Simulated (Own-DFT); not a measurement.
## Calculated data, Al₃GaN₄ (wurtzite random alloy, strained, atoms displaced)

A calculation, not a measurement: plane-wave PBE density functional theory by an unreviewed code, no spin, of a simulated periodic cell, stress positive in tension, free energy of the whole cell less one offset for each atom, forces on such cells passed a denser k mesh, this cell's mesh not checked; offsets are fitted by least squares, one for each functional and potential file, so energies compare only between cells with the same atoms and settings and are not formation energies; the far tail of each file's local potential was reset to the Coulomb form; each entry is a single point on an unrelaxed cell, so the pressure reflects the starting lattice, mostly measured values, from which strain is counted, and rises with the displacements; printed positions are rounded, which can move forces by about a meV/angstrom; the program is a retired in-house code; no spin-orbit coupling. Program: Own-DFT development build.

Settings shared by all entries: functional PBE; potential files PseudoDojo norm-conserving, scalar-relativistic, standard set; wave cutoff 42 hartree; occupations Fermi-Dirac; smearing width 0.1 eV; k mesh 4 x 4 x 3 centred on Gamma.

(1) 
```xyz
72
Lattice="9.4642 0.0000 0.0000 -4.7321 8.1962 0.0000 0.0000 0.0000 10.0655" Properties=species:S:1:pos:R:3:force_x:R:1:force_y:R:1:force_z:R:1 formula=Al3GaN4 free_energy_of_cell_above_offsets=-17.321 pressure=3.4 stress_xx=-2.78 stress_yy=-2.16 stress_zz=-5.26 stress_yz=0.44 stress_xz=-0.43 stress_xy=-1.6
Al    -0.0410     1.8329     0.0319      0.508     -0.427     -1.679
Al     1.5840     0.9334     2.6129      0.517      -0.64     -1.883
N      0.0463     1.7911     1.8777      -0.15      0.938      0.953
N      1.6168     0.9737     4.4370     -0.319     -0.533      0.508
Al    -0.0192     1.7938     4.9934      0.288      1.858      1.731
Al     1.5648     0.9328     7.5665     -0.955     -0.213     -0.904
N     -0.0601     1.8959     6.9826      1.004     -0.754     -0.143
N      1.6620     0.8947     9.4410     -2.759     -0.335      0.394
Al    -1.5104     4.6012     0.0674     -1.853     -0.244     -1.986
Al    -0.0273     3.6415     2.5327     -0.157       0.62      0.855
N     -1.5768     4.6758     1.8785     -0.134     -3.003      0.815
N     -0.0104     3.7330     4.4882     -0.754     -1.574     -1.229
Al    -1.6169     4.6758     5.0676     -0.175     -1.535     -0.599
Al    -0.0281     3.7170     7.6263     -1.638     -1.287       -2.2
N     -1.6358     4.5891     6.9070      0.504      0.512      1.765
N     -0.0518     3.6679     9.4601      0.345     -0.594      0.905
Al    -3.1979     7.2849    10.0460      0.443     -0.003     -0.036
Al    -1.6635     6.3858     2.4083      2.074      1.012      2.072
N     -3.1929     7.2068     1.9264      0.017      2.452     -0.735
N     -1.5447     6.4181     4.4049     -1.406        0.4     -0.759
Al    -3.1765     7.2993     4.9655      0.405     -0.279      1.268
Al    -1.5336     6.4380     7.5955       -1.5     -1.031      -0.61
N     -3.2228     7.2497     6.9963      2.356      1.813     -0.944
N     -1.6276     6.3873     9.4913      0.082     -0.517      0.074
Al     3.0579     1.8200    10.0386      2.989      0.441      0.479
Ga     4.7379     0.9456     2.4991      0.159     -0.677      0.256
N      3.1680     1.7754     1.9043     -1.713      1.284      0.178
N      4.7791     0.9653     4.4687     -1.567      0.158     -0.658
Al     3.2216     1.8129     5.0551     -0.742      0.835     -0.372
Al     4.6965     0.9095     7.5111      0.783      0.618      1.392
N      3.0696     1.8512     6.9002      1.126     -1.345      0.315
N      4.7697     0.9026     9.5241     -1.516      0.724     -1.134
Al     1.5240     4.4837    10.0160      1.169      1.427      1.384
Al     3.1829     3.6206     2.5715     -0.666       0.37     -1.591
N      1.4496     4.5378     1.9569      2.232      0.124     -0.738
N      3.2864     3.6834     4.4293     -4.348     -3.223     -1.217
Ga     1.6496     4.6119     4.9844     -1.253      -1.62      0.363
Ga     3.1023     3.6992     7.4674      1.587     -0.967      1.037
N      1.5196     4.4838     6.9631     -0.734       0.48     -0.785
N      3.1294     3.6278     9.4145     -0.995     -0.194      0.862
Ga    -0.0044     7.2501     0.1019     -0.218      1.162     -1.739
Al     1.5771     6.4050     2.5222      0.042     -0.719     -0.536
N      0.0354     7.3026     1.9425     -1.051     -0.805      1.779
N      1.6058     6.3556     4.3991      0.378      2.157      0.108
Ga     0.0048     7.3950     5.0058       0.06     -2.174      0.625
Ga     1.5600     6.2471     7.5359      0.631      2.585      1.198
N      0.0116     7.2870     7.0089     -0.493      0.512     -0.677
N      1.5633     6.4096     9.5460      0.128     -2.448     -0.949
Al     6.2692     1.8696    10.0314      0.205     -1.089      0.193
Al     7.9386     1.0305     2.4844     -1.058      -2.24      0.865
N      6.3179     1.7866     1.9282      1.484      1.687     -0.955
N      7.8850     0.9467     4.4758      0.948     -1.196      -1.58
Ga     6.3157     1.8134     5.0607      0.735      1.555      0.755
Al     7.8975     0.9110     7.5768     -0.348      0.356      -0.44
N      6.3380     1.8362     6.9908     -1.003     -0.382      0.565
N      7.8638     0.9243     9.4528      0.589      1.184      0.633
Ga     4.7219     4.6108    10.0211      -0.14     -2.903      0.767
Al     6.3773     3.6056     2.5194      -1.49      0.983      0.215
N      4.6886     4.5767     1.9022      0.653     -0.746      0.682
N      6.2032     3.6208     4.4191      1.279      1.633     -0.476
Al     4.5795     4.5622     5.0001       5.72      2.379      1.293
Al     6.2263     3.6639     7.5828       1.21     -0.239     -2.131
N      4.7352     4.5385     6.8725     -0.411       0.95      0.762
N      6.2850     3.5760     9.3678       1.03      1.465      2.368
Ga     3.1256     7.3376     0.0473      0.231     -0.668     -1.423
Al     4.7266     6.3911     2.3804     -1.177     -0.683       2.13
N      3.1424     7.3119     1.8976      0.305       0.52      2.081
N      4.7297     6.3968     4.5276     -0.761      0.161     -1.753
Al     3.1157     7.2948     5.0754      1.002      0.231     -0.165
Al     4.7753     6.4020     7.5464     -1.534     -1.253     -0.224
N      3.1787     7.2996     6.9979     -0.233     -0.324      -0.52
N      4.7538     6.3061     9.4578      0.032      3.277     -0.852
```

Units: free_energy_of_cell_above_offsets in eV; pressure, stress_xx, stress_yy, stress_zz, stress_yz, stress_xz, stress_xy in GPa; force_x, force_y, force_z in eV/Å.

(2) 
```xyz
72
Lattice="9.4642 0.0000 0.0000 -4.7321 8.1962 0.0000 0.0000 0.0000 10.0655" Properties=species:S:1:pos:R:3:force_x:R:1:force_y:R:1:force_z:R:1 formula=Al3GaN4 free_energy_of_cell_above_offsets=-17.577 pressure=3.18 stress_xx=-1.07 stress_yy=-3.91 stress_zz=-4.57 stress_yz=0.39 stress_xz=0.16 stress_xy=0.84
Ga     0.0694     1.8589     9.9840      -3.17     -1.011      2.538
Ga     1.5710     0.9305     2.4778      0.938      0.067       1.63
N      0.0818     1.8374     1.9676     -3.134      1.014      -0.93
N      1.5404     0.8996     4.4703      1.046     -0.044      0.341
Al     0.0319     1.8871     4.9177     -0.998      -1.66      1.207
Al     1.5889     0.9697     7.5585     -1.245     -0.247     -0.354
N      0.0049     1.8477     6.9061      0.138     -0.126     -0.079
N      1.4578     0.9301     9.4959      5.159     -1.698     -1.811
Al    -1.5938     4.6432     0.0757      0.459      -1.86     -1.237
Al    -0.0404     3.6473     2.4988      1.032     -0.177      0.296
N     -1.5658     4.5730     1.9494     -0.838     -1.781     -0.913
N      0.0394     3.6195     4.3693     -0.997      1.336      0.888
Al    -1.5683     4.5611     5.0964     -0.046     -0.157     -1.862
Al    -0.0865     3.6182     7.4802      1.507       0.22      0.929
N     -1.6028     4.5132     6.9340      0.633      2.022      0.213
N     -0.0753     3.5519     9.4932     -0.479      3.997     -1.571
Al    -3.1728     7.3106    10.0217     -0.336      0.031      0.561
Ga    -1.6530     6.3261     2.4648      1.037       2.35       1.26
N     -3.1789     7.3681     1.9162     -0.597     -2.501     -1.391
N     -1.5576     6.4290     4.4108     -1.106      -0.69      1.605
Al    -3.2332     7.2986     5.0254       0.96      0.237       0.07
Al    -1.5764     6.4695     7.5069      0.474     -1.225      0.461
N     -3.1759     7.3129     7.0385      0.254      0.094     -1.452
N     -1.6366     6.3431     9.4655      0.082      1.128     -0.415
Al     3.1627     1.8346     0.0171     -0.659       0.28      0.081
Al     4.7578     0.8898     2.4366     -0.603      0.704      1.503
N      3.1173     1.8494     1.8858      1.835     -0.161     -0.212
N      4.7685     0.9847     4.4615     -0.926       -1.5     -0.893
Al     3.1661     1.7650     5.0981     -0.259      0.456      -2.39
Al     4.7220     0.9772     7.6346      0.141     -0.812     -2.368
N      3.1242     1.8352     6.8926      0.848      0.056      2.641
N      4.7260     1.0175     9.4290     -0.141     -0.223      1.499
Ga     1.5686     4.5175    10.0633      -0.47      1.371      0.356
Al     3.1302     3.6490     2.5297     -0.419     -0.173     -0.287
N      1.5067     4.5706     1.9966      0.743     -1.526     -0.837
N      3.1911     3.5360     4.3793      -1.17       0.99      1.253
Al     1.5829     4.5320     5.0402      0.301     -0.344     -0.726
Al     3.2518     3.6091     7.5953     -2.255      0.594     -0.485
N      1.5444     4.5747     6.9222      0.396     -1.248      0.581
N      3.2110     3.6628     9.5368      0.143      -0.83     -1.468
Ga    -0.0482     7.3100     0.0480      1.441     -0.468     -0.946
Ga     1.5904     6.3653     2.5763      0.801     -0.263      -0.43
N      0.1029     7.2633     1.9580     -2.607      1.491     -0.487
N      1.4874     6.3491     4.4546      1.273      0.307      1.871
Al    -0.0228     7.3410     5.0673      0.355      0.136     -0.426
Al     1.6157     6.3440     7.4631     -1.166      0.438      1.631
N      0.0308     7.3578     6.9942     -0.743     -0.292     -0.296
N      1.6149     6.4274     9.4428     -0.358     -0.652     -0.535
Al     6.3448     1.8363    10.0216      0.359     -0.106      0.445
Al     7.8802     0.9481     2.4074      0.772     -1.392      1.234
N      6.3111     1.8603     1.9035      0.098     -0.253     -0.897
N      7.8987     0.8587     4.4254     -0.273      0.899     -0.537
Al     6.2987     1.8005     5.0376      1.061     -0.191     -0.239
Ga     7.7935     0.9455     7.5670      2.392     -0.926     -0.227
N      6.3108     1.8079     6.9424     -2.084      0.622     -0.115
N      7.9294     0.7694     9.4863      -1.23      4.082      0.138
Al     4.7379     4.6396     9.9790      0.279     -0.623      1.781
Al     6.3123     3.6473     2.4613     -1.021      0.201      1.432
N      4.6663     4.5720     1.9999      1.592     -0.146     -1.654
N      6.2821     3.5889     4.5101      1.849      0.836     -1.479
Ga     4.7480     4.5626     5.0344     -0.828     -0.389     -0.948
Ga     6.3114     3.6385     7.5632     -0.295      0.146     -0.765
N      4.6776     4.5850     6.9440      0.514      0.116      0.919
N      6.3471     3.6810     9.4472     -0.423     -0.094      1.802
Al     3.2260     7.3157    10.0067     -1.249     -2.982      1.325
Al     4.7244     6.3521     2.5717     -0.368      0.755     -2.928
N      3.1541     7.2001     1.8765      1.225      1.816     -0.254
N      4.6802     6.4341     4.3198      0.869     -0.459      3.332
Al     3.1808     7.2566     5.0304     -1.492      0.832      0.434
Al     4.7734     6.3555     7.5592     -1.289      1.031     -0.686
N      3.1006     7.2975     7.0351      1.909     -0.968     -2.077
N      4.7517     6.4082     9.3807       0.36     -0.455      1.346
```

Units: free_energy_of_cell_above_offsets in eV; pressure, stress_xx, stress_yy, stress_zz, stress_yz, stress_xz, stress_xy in GPa; force_x, force_y, force_z in eV/Å.

(3) 
```xyz
72
Lattice="9.4642 0.0000 0.0000 -4.7321 8.1962 0.0000 0.0000 0.0000 10.0655" Properties=species:S:1:pos:R:3:force_x:R:1:force_y:R:1:force_z:R:1 formula=Al3GaN4 free_energy_of_cell_above_offsets=-16.889 pressure=3.4 stress_xx=-2.94 stress_yy=-2.95 stress_zz=-4.32 stress_yz=0.4 stress_xz=0.57 stress_xy=1.02
Al     0.1085     1.8035    10.0457     -1.631     -0.893       0.11
Al     1.6477     0.9617     2.4681     -0.803     -1.348       0.69
N      0.0051     1.7242     1.8320      1.211      1.482      0.459
N      1.4908     0.9704     4.3828      2.436     -0.873      0.508
Al     0.0278     1.8437     4.9986     -1.116      0.102      0.063
Ga     1.6026     0.9749     7.5141     -1.182     -2.393      0.774
N      0.0183     1.7752     6.9263     -1.651      0.651      0.047
N      1.6285     0.8591     9.4887     -1.497      0.895     -0.619
Al    -1.5214     4.6289    10.0597     -1.034     -0.444      0.436
Al    -0.0291     3.5543     2.4647       1.13      0.982      0.091
N     -1.5149     4.6749     2.0089      -0.54     -6.702     -2.652
N      0.0777     3.6404     4.3630     -1.038      0.484      0.962
Al    -1.6069     4.6047     4.9470      0.562     -0.955      0.547
Ga     0.1076     3.6417     7.6015     -2.477     -0.505     -0.233
N     -1.6045     4.5590     6.9380     -0.072     -0.563     -0.053
N      0.0041     3.5985     9.6018      0.354      1.021      -0.78
Al    -3.1428     7.3364     0.0029     -0.268     -1.415      1.111
Ga    -1.5290     6.3396     2.3899     -0.646      4.003      2.295
N     -3.0813     7.2961     1.9789      -1.78       1.17     -1.432
N     -1.5877     6.3749     4.3779      1.069      0.415      1.397
Al    -3.0665     7.3172     4.9775     -1.744      0.191      0.333
Al    -1.5503     6.3343     7.5506     -0.835       0.59     -0.422
N     -3.1679     7.2715     7.0246      0.947     -0.383     -1.585
N     -1.6105     6.4380     9.4273      0.776     -1.287      0.163
Ga     3.1343     1.8165    10.0046      1.083      0.133      1.366
Al     4.7525     0.9398     2.4308      0.221     -0.484      0.941
N      3.1773     1.8209     1.9218      0.173      0.845     -0.083
N      4.7558     0.9468     4.4015     -0.003     -0.815       0.42
Al     3.2262     1.8141     5.0525     -1.094     -0.045     -1.063
Al     4.7066     0.9009     7.5527      0.447     -0.295      0.136
N      3.1448     1.7710     6.9904       1.92      0.878     -1.405
N      4.7540     0.8865     9.5148      0.894      1.239     -2.108
Al     1.5931     4.5839     0.0063       0.47      -0.87      0.714
Al     3.1502     3.6478     2.5180      0.774     -0.022      0.013
N      1.6161     4.5638     1.9380     -0.886      -1.79     -1.113
N      3.2106     3.6070     4.4164     -0.841      0.705       1.33
Al     1.5887     4.5975     5.0990      0.443      -0.14     -1.781
Ga     3.0905     3.6379     7.5367        1.3     -0.045      0.396
N      1.5843     4.6113     7.0191     -0.216      1.261     -1.381
N      3.1571     3.6366     9.4670     -0.144      1.147      0.189
Ga     0.1320     7.2775    10.0398     -1.918      0.122      0.339
Ga     1.6312     6.3612     2.4359     -2.662      0.049      1.344
N     -0.0514     7.3062     1.8448      2.044      0.976      0.744
N      1.6161     6.5050     4.3763     -0.637     -2.108       1.75
Al     0.0391     7.2159     5.0816      -0.63      1.336     -3.347
Al     1.5419     6.5055     7.5419      1.058     -1.999      0.356
N      0.0305     7.2679     6.8541     -0.926      0.617       2.72
N      1.6331     6.3430     9.4590      0.559     -0.078     -1.097
Al     6.3173     1.9064    10.0172      0.093     -2.202      1.399
Ga     7.9227     0.8746     2.5293     -0.552     -0.175     -1.022
N      6.3704     1.7941     1.8731     -1.049      1.289     -0.261
N      7.8741     0.9299     4.3644      0.286      0.337      3.328
Al     6.3147     1.8423     5.0921      0.041     -0.288     -3.173
Al     7.8238     0.8756     7.5669      1.379     -0.066     -0.168
N      6.3077     1.7821     6.8690     -0.389      0.218      2.807
N      7.8430     0.8700     9.5162      0.734      1.209     -1.571
Al     4.7622     4.5831     9.9996     -1.079      0.207      2.076
Al     6.3603     3.6029     2.5365      -1.14      0.973     -0.787
N      4.7128     4.5942     1.9673       0.73     -1.521     -1.285
N      6.2421     3.6864     4.4038      2.022     -1.069      0.653
Al     4.7736     4.4950     5.0821     -1.364      1.426      -1.15
Al     6.2357     3.6095     7.5632      1.655       0.12     -0.231
N      4.7392     4.4986     6.9551      0.054      0.753      0.204
N      6.2470     3.6141     9.4902      1.479      1.559     -1.006
Al     3.1762     7.2979     9.9969      -0.09     -0.393      1.829
Ga     4.6199     6.4019     2.6389      2.291     -0.548     -1.822
N      3.1067     7.2465     1.9750       1.43      1.596     -3.037
N      4.6983     6.3980     4.4671      0.918     -0.454      2.675
Al     3.1484     7.2775     5.0633      0.519      0.872     -0.913
Al     4.7567     6.3545     7.5164     -0.024     -0.078      0.703
N      3.1679     7.1743     6.9277     -0.364      1.711      0.805
N      4.7149     6.4064     9.5386      0.818     -0.318     -1.647
```

Units: free_energy_of_cell_above_offsets in eV; pressure, stress_xx, stress_yy, stress_zz, stress_yz, stress_xz, stress_xy in GPa; force_x, force_y, force_z in eV/Å.
